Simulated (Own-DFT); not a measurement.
InGa$_{3}$P$_{4}$ (zincblende random alloy, strained, atoms displaced), Al$_{3}$GaAs$_{4}$ (zincblende random alloy, atoms displaced) (calculated)

Computed with Own-DFT development build. A calculation, not a measurement: plane-wave PBE density functional theory by an unreviewed code, no spin, of a simulated periodic cell, stress positive in tension, free energy of the whole cell less one offset for each atom, forces on such cells passed a denser k mesh, this cell's mesh not checked; offsets are fitted by least squares, one for each functional and potential file, so energies compare only between cells with the same atoms and settings and are not formation energies; the far tail of each file's local potential was reset to the Coulomb form; each entry is a single point on an unrelaxed cell, so the pressure reflects the starting lattice, mostly measured values, from which strain is counted, and rises with the displacements; printed positions are rounded, which can move forces by about a meV/angstrom; the program is a retired in-house code; no spin-orbit coupling; before rounding, a Quantum ESPRESSO 7.3.1 run of the same cell and cutoff gave forces within 1 meV/angstrom rms on each cell, which checks the program and not the settings.

Settings shared by all entries: functional PBE; potential files PseudoDojo norm-conserving, scalar-relativistic, standard set; wave cutoff 42 hartree; occupations Fermi-Dirac; smearing width 0.1 eV; k mesh 3 x 3 x 3 centred on Gamma.

(1) 
```cif
# cell vector a (Å): 11.3066 0.0000 0.0000
# cell vector b (Å): 0.0000 11.3066 0.0000
# cell vector c (Å): 0.0000 0.0000 10.9332
data_InGa3P4
_symmetry_space_group_name_H-M 'P 1'
_symmetry_Int_Tables_number 1
_cell_length_a 11.3066
_cell_length_b 11.3066
_cell_length_c 10.9332
_cell_angle_alpha 90.000
_cell_angle_beta 90.000
_cell_angle_gamma 90.000
_cell_volume 1397.69
loop_
_atom_site_label
_atom_site_type_symbol
_atom_site_fract_x
_atom_site_fract_y
_atom_site_fract_z
_atom_site_occupancy
Ga1 Ga 0.00041 0.99302 0.99584 1
In1 In 0.00078 0.25072 0.24734 1
Ga2 Ga 0.25260 0.00438 0.24048 1
Ga3 Ga 0.24425 0.24189 0.00186 1
P1 P 0.12445 0.12451 0.12564 1
P2 P 0.12219 0.37344 0.38368 1
P3 P 0.37906 0.12698 0.37749 1
P4 P 0.37289 0.37974 0.12596 1
Ga4 Ga 0.99820 0.99344 0.50013 1
Ga5 Ga 0.01105 0.24983 0.74698 1
Ga6 Ga 0.25102 0.00030 0.75340 1
Ga7 Ga 0.25651 0.25355 0.50069 1
P5 P 0.12890 0.12066 0.62692 1
P6 P 0.12838 0.37757 0.87544 1
P7 P 0.37566 0.11887 0.87365 1
P8 P 0.38204 0.37956 0.62557 1
Ga8 Ga 0.00752 0.49501 0.00831 1
In2 In 0.00065 0.74870 0.24812 1
Ga9 Ga 0.24727 0.49768 0.25184 1
Ga10 Ga 0.24809 0.74709 0.00123 1
P9 P 0.12509 0.63161 0.12327 1
P10 P 0.12602 0.88030 0.36944 1
P11 P 0.36890 0.62505 0.37439 1
P12 P 0.38690 0.87703 0.13006 1
In3 In 0.99599 0.49915 0.49512 1
Ga11 Ga 0.99625 0.74955 0.75397 1
Ga12 Ga 0.24825 0.49962 0.75256 1
In4 In 0.25125 0.75077 0.49969 1
P13 P 0.12700 0.61940 0.62486 1
P14 P 0.12929 0.87500 0.88132 1
P15 P 0.37385 0.63382 0.87526 1
P16 P 0.37233 0.87525 0.62056 1
Ga13 Ga 0.49547 0.00245 0.00239 1
In5 In 0.49804 0.25351 0.25813 1
In6 In 0.75240 0.00016 0.25389 1
Ga14 Ga 0.74436 0.24874 0.00078 1
P17 P 0.62816 0.11885 0.12491 1
P18 P 0.62786 0.37020 0.36945 1
P19 P 0.87678 0.12722 0.37746 1
P20 P 0.87551 0.37891 0.12779 1
In7 In 0.50334 0.00065 0.50599 1
Ga15 Ga 0.49529 0.24597 0.74350 1
Ga16 Ga 0.75564 0.00301 0.75948 1
Ga17 Ga 0.75137 0.24247 0.50035 1
P21 P 0.63214 0.12722 0.62675 1
P22 P 0.62841 0.38205 0.87116 1
P23 P 0.87500 0.12944 0.86990 1
P24 P 0.87183 0.37743 0.62393 1
Ga18 Ga 0.50189 0.49904 0.99552 1
Ga19 Ga 0.50238 0.74954 0.25204 1
Ga20 Ga 0.75008 0.49824 0.24500 1
Ga21 Ga 0.74749 0.74885 0.00051 1
P25 P 0.62279 0.61785 0.12529 1
P26 P 0.63129 0.87647 0.36609 1
P27 P 0.86574 0.62720 0.37610 1
P28 P 0.86921 0.88355 0.12326 1
Ga22 Ga 0.49751 0.50657 0.49074 1
Ga23 Ga 0.49334 0.75009 0.75247 1
In8 In 0.74857 0.50383 0.75416 1
Ga24 Ga 0.75571 0.74979 0.50067 1
P29 P 0.62586 0.62324 0.62366 1
P30 P 0.62707 0.88034 0.86675 1
P31 P 0.87520 0.62497 0.87540 1
P32 P 0.88151 0.87781 0.62750 1
_calc_free_energy_of_cell_above_offsets '-30.366'  # eV
_calc_pressure 2.51  # GPa
_calc_stress_xx -1.94  # GPa
_calc_stress_yy -1.9  # GPa
_calc_stress_zz -3.71  # GPa
_calc_stress_yz 0.16  # GPa
_calc_stress_xz 0.58  # GPa
_calc_stress_xy -0.46  # GPa
```

Force:
| element | x (eV/Å) | y (eV/Å) | z (eV/Å) |
| --- | --- | --- | --- |
| Ga | -0.383 | 0.77 | 0.147 |
| In | 0.082 | 0.144 | 0.552 |
| Ga | 0.343 | -0.16 | 0.811 |
| Ga | 0.763 | 0.772 | -0.301 |
| P | 0.459 | -1.238 | -1.203 |
| P | 2.28 | -0.391 | -1.047 |
| P | -2.302 | -0.613 | 0.153 |
| P | -0.727 | 0.101 | -1.071 |
| Ga | 0.543 | 0.745 | -0.186 |
| Ga | -0.842 | 0.28 | -0.157 |
| Ga | -0.086 | -0.453 | -0.294 |
| Ga | -0.174 | -0.275 | 0.345 |
| P | 0.053 | 0.242 | -0.474 |
| P | -0.092 | -0.575 | 0.305 |
| P | -0.135 | 0.793 | 0.211 |
| P | -0.582 | 0.027 | -0.158 |
| Ga | -0.451 | 0.573 | -0.658 |
| In | -1.145 | 0.777 | 0.232 |
| Ga | -0.214 | 0.065 | -0.121 |
| Ga | 0.693 | 0.713 | 0.215 |
| P | 1.131 | -1.941 | -0.509 |
| P | 0.211 | 1.2 | 0.154 |
| P | 1.336 | -0.762 | -1.385 |
| P | -1.23 | -0.368 | -0.437 |
| In | -0.43 | 0.663 | 0.632 |
| Ga | 0.762 | -0.143 | -0.099 |
| Ga | 0.58 | 0.273 | -0.182 |
| In | -1.087 | 0.1 | 0.001 |
| P | -0.441 | 0.557 | 1.485 |
| P | -0.204 | -0.257 | -0.686 |
| P | -0.106 | -1.105 | 0.24 |
| P | 0.295 | 0.234 | 2.417 |
| Ga | 1.008 | -0.236 | -0.409 |
| In | -0.053 | -0.511 | -1.904 |
| In | 0.476 | 1.065 | -0.218 |
| Ga | 0.236 | 0.21 | -0.201 |
| P | -0.982 | 1.156 | -1.299 |
| P | 1.527 | 1.826 | 1.802 |
| P | 0.256 | -0.371 | 1.502 |
| P | -0.796 | 0.315 | -1.257 |
| In | 0.516 | -0.288 | -0.576 |
| Ga | 0.689 | 0.326 | 0.528 |
| Ga | -0.103 | -0.061 | -0.951 |
| Ga | 0.148 | 1.026 | 0.077 |
| P | 0.381 | 0.302 | 1.038 |
| P | -2.002 | -2.404 | 1.5 |
| P | 0.794 | 0.225 | 0.817 |
| P | 0.197 | -2.114 | 0.268 |
| Ga | -0.476 | 0.108 | 0.097 |
| Ga | 0.232 | -0.43 | 0.08 |
| Ga | -0.266 | 0.159 | 0.565 |
| Ga | -0.05 | 0.27 | -0.15 |
| P | 0.029 | 0.727 | -0.146 |
| P | -1.203 | -2.353 | 1.872 |
| P | -0.572 | -0.241 | -0.732 |
| P | 1.053 | -1.449 | -1.799 |
| Ga | 0.74 | -0.484 | 0.352 |
| Ga | 0.779 | 0.472 | -0.784 |
| In | 0.75 | 0.144 | -0.982 |
| Ga | -0.797 | 0.54 | 0.364 |
| P | -1.313 | 1.453 | -1.007 |
| P | -0.622 | -0.646 | 0.908 |
| P | 1.257 | 0.887 | 1.551 |
| P | -0.731 | -0.366 | 0.165 |

(2) 
```cif
# cell vector a (Å): 11.3183 0.0000 0.0000
# cell vector b (Å): 0.0000 11.3183 0.0000
# cell vector c (Å): 0.0000 0.0000 11.3183
data_Al3GaAs4
_symmetry_space_group_name_H-M 'P 1'
_symmetry_Int_Tables_number 1
_cell_length_a 11.3183
_cell_length_b 11.3183
_cell_length_c 11.3183
_cell_angle_alpha 90.000
_cell_angle_beta 90.000
_cell_angle_gamma 90.000
_cell_volume 1449.92
loop_
_atom_site_label
_atom_site_type_symbol
_atom_site_fract_x
_atom_site_fract_y
_atom_site_fract_z
_atom_site_occupancy
Al1 Al 0.99750 0.99408 0.99219 1
Al2 Al 0.00471 0.23398 0.25461 1
Al3 Al 0.24854 0.99798 0.24132 1
Al4 Al 0.24247 0.25605 0.00876 1
As1 As 0.13544 0.13226 0.13049 1
As2 As 0.13781 0.37770 0.36863 1
As3 As 0.36896 0.13050 0.36293 1
As4 As 0.36875 0.37699 0.13957 1
Al5 Al 0.01361 0.99315 0.49512 1
Al6 Al 0.99902 0.24721 0.74473 1
Al7 Al 0.24861 0.00296 0.75908 1
Al8 Al 0.24305 0.25788 0.49653 1
As5 As 0.13484 0.12573 0.61500 1
As6 As 0.12074 0.37446 0.87139 1
As7 As 0.38142 0.13172 0.87489 1
As8 As 0.36184 0.37833 0.60781 1
Ga1 Ga 0.01156 0.49792 0.00478 1
Al9 Al 0.99756 0.74726 0.25501 1
Al10 Al 0.25906 0.50409 0.25552 1
Al11 Al 0.25057 0.74403 0.00494 1
As9 As 0.12160 0.62496 0.13380 1
As10 As 0.12802 0.87367 0.37634 1
As11 As 0.38077 0.63935 0.37445 1
As12 As 0.36672 0.86587 0.12277 1
Ga2 Ga 0.98437 0.50440 0.50832 1
Al12 Al 0.00110 0.73659 0.74814 1
Al13 Al 0.25655 0.50492 0.74833 1
Al14 Al 0.24234 0.75482 0.50698 1
As13 As 0.12160 0.63294 0.61307 1
As14 As 0.12785 0.86841 0.88330 1
As15 As 0.36372 0.63578 0.86643 1
As16 As 0.38074 0.86764 0.62011 1
Al15 Al 0.49802 0.01433 0.00728 1
Al16 Al 0.50697 0.25219 0.26130 1
Al17 Al 0.73752 0.00287 0.25997 1
Ga3 Ga 0.75008 0.23587 0.00727 1
As17 As 0.63247 0.11744 0.12592 1
As18 As 0.61962 0.38311 0.37959 1
As19 As 0.86576 0.11768 0.37557 1
As20 As 0.88515 0.36538 0.12537 1
Al18 Al 0.50346 0.99589 0.50331 1
Al19 Al 0.50893 0.24523 0.74626 1
Al20 Al 0.74442 0.00387 0.74355 1
Ga4 Ga 0.75260 0.25216 0.50261 1
As21 As 0.62404 0.11959 0.63277 1
As22 As 0.61882 0.37784 0.87988 1
As23 As 0.86763 0.12383 0.86490 1
As24 As 0.87722 0.37134 0.62088 1
Ga5 Ga 0.48846 0.49768 0.00660 1
Ga6 Ga 0.50713 0.74816 0.25757 1
Al21 Al 0.74797 0.49236 0.24193 1
Al22 Al 0.76309 0.74120 0.01765 1
As25 As 0.62616 0.61841 0.13848 1
As26 As 0.61773 0.88942 0.38764 1
As27 As 0.87308 0.62523 0.38748 1
As28 As 0.88791 0.87717 0.12783 1
Ga7 Ga 0.49862 0.49453 0.50152 1
Al23 Al 0.49181 0.74930 0.75288 1
Ga8 Ga 0.76612 0.49113 0.75275 1
Al24 Al 0.75835 0.74224 0.49357 1
As29 As 0.62893 0.62863 0.62512 1
As30 As 0.62288 0.88727 0.87839 1
As31 As 0.88883 0.63575 0.86035 1
As32 As 0.88457 0.87463 0.62671 1
_calc_free_energy_of_cell_above_offsets '-14.170'  # eV
_calc_pressure 4.12  # GPa
_calc_stress_xx -4.07  # GPa
_calc_stress_yy -4.11  # GPa
_calc_stress_zz -4.18  # GPa
_calc_stress_yz 0.16  # GPa
_calc_stress_xz 1.19  # GPa
_calc_stress_xy -0.48  # GPa
```

Force:
| element | x (eV/Å) | y (eV/Å) | z (eV/Å) |
| --- | --- | --- | --- |
| Al | 0.472 | 1.183 | 0.104 |
| Al | -0.314 | 1.195 | 0.587 |
| Al | 0.4 | -0.477 | 0.715 |
| Al | 1.138 | 0.441 | -1.231 |
| As | -1.474 | -1.52 | -0.97 |
| As | -2.452 | 0.234 | 0.311 |
| As | 0.367 | -0.787 | 1.353 |
| As | 0.953 | -0.797 | -1.042 |
| Al | -1.436 | 0.734 | 0.715 |
| Al | 0.476 | -0.426 | -0.012 |
| Al | 0.527 | -0.494 | -0.547 |
| Al | 0.493 | -1.098 | -0.876 |
| As | -0.735 | -0.312 | 1.104 |
| As | 0.792 | 0.035 | -0.255 |
| As | -1.039 | 0.408 | 0.444 |
| As | 1.447 | -0.145 | 2.159 |
| Ga | -0.918 | 0.339 | -0.521 |
| Al | 0.158 | 0.136 | 0.499 |
| Al | -0.405 | 1.3 | 0.274 |
| Al | -0.885 | -0.112 | 0.023 |
| As | 0.756 | -0.235 | -0.065 |
| As | 0.345 | -0.196 | -1.247 |
| As | -0.988 | -1.214 | 1.156 |
| As | 1.718 | 0.878 | 0.425 |
| Ga | 2.108 | -0.508 | -0.774 |
| Al | 2.186 | 3.224 | -1.713 |
| Al | -1.253 | -0.582 | -0.782 |
| Al | 1.372 | 0.26 | -1.144 |
| As | 0.04 | -1.723 | 1.273 |
| As | -0.223 | 0.055 | -0.998 |
| As | 0.729 | -1.1 | 1.314 |
| As | -0.972 | 0.998 | 0.778 |
| Al | -0.567 | -1.592 | -0.504 |
| Al | -0.122 | -0.357 | -1.041 |
| Al | 1.045 | -1.104 | -0.651 |
| Ga | 0.436 | 1.465 | -0.956 |
| As | -1.172 | 0.96 | 0.997 |
| As | 1.433 | -0.861 | -0.31 |
| As | 1.293 | 0.414 | 0.645 |
| As | -0.521 | 0.13 | 0.088 |
| Al | -2.186 | 2.06 | 0.731 |
| Al | -1.251 | 1.471 | 0.176 |
| Al | 1.064 | -1.777 | 0.645 |
| Ga | -0.944 | -0.461 | -0.456 |
| As | -0.082 | 0.863 | -1.951 |
| As | 0.865 | -0.348 | -0.032 |
| As | 0.818 | 0.004 | 0.582 |
| As | 0.031 | -0.528 | 0.685 |
| Ga | 0.027 | 0.514 | -0.353 |
| Ga | -0.011 | 1.388 | -0.491 |
| Al | 1.257 | -0.551 | 1.23 |
| Al | -0.615 | 0.583 | -1.361 |
| As | -0.35 | 0.686 | -1.562 |
| As | 1.863 | -2.667 | -1.567 |
| As | 0.322 | -1.107 | -3.161 |
| As | -1.332 | 0.125 | 0.905 |
| Ga | -0.234 | 1.838 | 0.326 |
| Al | 1.856 | 0.681 | -0.172 |
| Ga | -1.366 | 0.926 | 0.287 |
| Al | -1.667 | 2.352 | 1.842 |
| As | -0.148 | -0.733 | 0.475 |
| As | 0.06 | -1.262 | 0.464 |
| As | -2.626 | -2.858 | 3.682 |
| As | -0.557 | 0.05 | -0.251 |

(3) 
```cif
# cell vector a (Å): 11.3066 0.0000 0.0000
# cell vector b (Å): 0.0000 11.3066 0.0000
# cell vector c (Å): 0.0000 0.0000 10.9332
data_InGa3P4
_symmetry_space_group_name_H-M 'P 1'
_symmetry_Int_Tables_number 1
_cell_length_a 11.3066
_cell_length_b 11.3066
_cell_length_c 10.9332
_cell_angle_alpha 90.000
_cell_angle_beta 90.000
_cell_angle_gamma 90.000
_cell_volume 1397.69
loop_
_atom_site_label
_atom_site_type_symbol
_atom_site_fract_x
_atom_site_fract_y
_atom_site_fract_z
_atom_site_occupancy
Ga1 Ga 0.00256 0.99577 0.00003 1
Ga2 Ga 0.00489 0.24566 0.24984 1
Ga3 Ga 0.25630 0.99768 0.25121 1
Ga4 Ga 0.25629 0.25342 0.99336 1
P1 P 0.12927 0.12375 0.12616 1
P2 P 0.13066 0.37795 0.38084 1
P3 P 0.38028 0.12951 0.37425 1
P4 P 0.37045 0.36837 0.13035 1
In1 In 0.00240 0.99802 0.51000 1
Ga5 Ga 0.99784 0.25121 0.74383 1
Ga6 Ga 0.24699 0.00631 0.74407 1
Ga7 Ga 0.24397 0.24272 0.50377 1
P5 P 0.12794 0.13546 0.63205 1
P6 P 0.12364 0.37021 0.87073 1
P7 P 0.36976 0.12627 0.87311 1
P8 P 0.37648 0.37273 0.62373 1
Ga8 Ga 0.99677 0.49984 0.00044 1
Ga9 Ga 0.99898 0.74458 0.24635 1
Ga10 Ga 0.24865 0.49953 0.25684 1
Ga11 Ga 0.25777 0.75497 0.99941 1
P9 P 0.12226 0.62392 0.12621 1
P10 P 0.12246 0.87462 0.37542 1
P11 P 0.37389 0.62433 0.36600 1
P12 P 0.37185 0.87552 0.12360 1
Ga12 Ga 0.99603 0.49843 0.50245 1
In2 In 0.00345 0.74430 0.74917 1
In3 In 0.24950 0.50513 0.74786 1
Ga13 Ga 0.24985 0.75452 0.50715 1
P13 P 0.13060 0.62498 0.62378 1
P14 P 0.11632 0.87068 0.87916 1
P15 P 0.37127 0.62645 0.88381 1
P16 P 0.37986 0.87122 0.62443 1
Ga14 Ga 0.50384 0.99766 0.99890 1
In4 In 0.50366 0.24698 0.24661 1
In5 In 0.74927 0.99754 0.25033 1
Ga15 Ga 0.74738 0.25029 0.00069 1
P17 P 0.63025 0.11932 0.12750 1
P18 P 0.62769 0.37071 0.37370 1
P19 P 0.87479 0.12809 0.36647 1
P20 P 0.87437 0.37195 0.11978 1
Ga16 Ga 0.50340 0.99826 0.50742 1
In6 In 0.49908 0.24872 0.74790 1
Ga17 Ga 0.74456 0.99792 0.74745 1
In7 In 0.75138 0.25263 0.49570 1
P21 P 0.62608 0.11928 0.62098 1
P22 P 0.61851 0.37882 0.88073 1
P23 P 0.88107 0.12533 0.87457 1
P24 P 0.87753 0.36910 0.62319 1
Ga18 Ga 0.49853 0.50050 0.00331 1
In8 In 0.50261 0.74688 0.24627 1
Ga19 Ga 0.75079 0.49102 0.25346 1
Ga20 Ga 0.75002 0.74770 0.98977 1
P25 P 0.62492 0.62717 0.13157 1
P26 P 0.62471 0.87144 0.37406 1
P27 P 0.86733 0.62498 0.37249 1
P28 P 0.87884 0.87260 0.12769 1
Ga21 Ga 0.50021 0.49423 0.49764 1
Ga22 Ga 0.50067 0.75804 0.73901 1
Ga23 Ga 0.74950 0.50034 0.74858 1
Ga24 Ga 0.75000 0.74464 0.49595 1
P29 P 0.63453 0.62793 0.62277 1
P30 P 0.62009 0.86916 0.87418 1
P31 P 0.87371 0.61705 0.87415 1
P32 P 0.87393 0.87800 0.62271 1
_calc_free_energy_of_cell_above_offsets '-30.350'  # eV
_calc_pressure 2.54  # GPa
_calc_stress_xx -1.96  # GPa
_calc_stress_yy -1.94  # GPa
_calc_stress_zz -3.73  # GPa
_calc_stress_yz -0.02  # GPa
_calc_stress_xz 0.05  # GPa
_calc_stress_xy 0.25  # GPa
```

Force:
| element | x (eV/Å) | y (eV/Å) | z (eV/Å) |
| --- | --- | --- | --- |
| Ga | -0.158 | 0.534 | 0.53 |
| Ga | 0.092 | 0.577 | -0.21 |
| Ga | -0.492 | 0.357 | 0.206 |
| Ga | -0.896 | -0.248 | 0.569 |
| P | 0.195 | -0.042 | -0.376 |
| P | -0.891 | -0.563 | -0.096 |
| P | -1.405 | -1.816 | 1.631 |
| P | -0.602 | 1.649 | -1.202 |
| In | 0.239 | 1.365 | -1.148 |
| Ga | 0.048 | 0.036 | 1.103 |
| Ga | 0.142 | -0.88 | 0.93 |
| Ga | 1.103 | 0.925 | -0.718 |
| P | 0.025 | -0.519 | 0.04 |
| P | -0.736 | -0.068 | 0.844 |
| P | 0.042 | -1.356 | 0.735 |
| P | -0.476 | 0.38 | -1.633 |
| Ga | 0.432 | -0.377 | -0.003 |
| Ga | 0.028 | 0.135 | 0.41 |
| Ga | -0.144 | -0.046 | -0.699 |
| Ga | -1.203 | -0.173 | 0.169 |
| P | 0.556 | -0.166 | -0.27 |
| P | 1.149 | -0.847 | -0.691 |
| P | -0.734 | -0.703 | 2.115 |
| P | 0.128 | 0.921 | -0.466 |
| Ga | 0.322 | 0.367 | -0.423 |
| In | -1.03 | 0.16 | -0.231 |
| In | 0.632 | -1.006 | 0.738 |
| Ga | 0.015 | -0.433 | -1.214 |
| P | -0.854 | 0.239 | -2.177 |
| P | 2.112 | 1.217 | 0.303 |
| P | 1.505 | 0.713 | -0.325 |
| P | -1.034 | 1.151 | -0.204 |
| Ga | -0.58 | 0.282 | 0.053 |
| In | 0.18 | 0.205 | -0.239 |
| In | 0.668 | -0.711 | 0.34 |
| Ga | 0.215 | -0.17 | -0.333 |
| P | -0.681 | 0.49 | -2.538 |
| P | -0.732 | 2.158 | -0.163 |
| P | 1.499 | 0.196 | 0.388 |
| P | 0.231 | 0.01 | 0.718 |
| Ga | -0.276 | -0.142 | -1.115 |
| In | 0.518 | -0.213 | 0.231 |
| Ga | 0.56 | -0.005 | 0.48 |
| In | 0.203 | -1.056 | 0.271 |
| P | 0.217 | -0.615 | 0.456 |
| P | 1.232 | 0.294 | 0.041 |
| P | -0.813 | -0.206 | -0.167 |
| P | 0.363 | 1.604 | 1.073 |
| Ga | -0.263 | 0.238 | 0.677 |
| In | -0.94 | 1.043 | 0.37 |
| Ga | 0.022 | 0.471 | -0.64 |
| Ga | 0.166 | -0.204 | 0.984 |
| P | 1.939 | -2.027 | -2.128 |
| P | -0.153 | 0.216 | 2.005 |
| P | 0.953 | -0.522 | 0.062 |
| P | 0.292 | -0.87 | -1.414 |
| Ga | -0.024 | 0.564 | -0.164 |
| Ga | 0.388 | -1.498 | 1.162 |
| Ga | -0.02 | -0.502 | 0.272 |
| Ga | 0.183 | 0.944 | 0.039 |
| P | -1.215 | -0.529 | 0.099 |
| P | 0.413 | 0.571 | -0.272 |
| P | -0.608 | -0.209 | 0.405 |
| P | -2.05 | -1.29 | 0.811 |
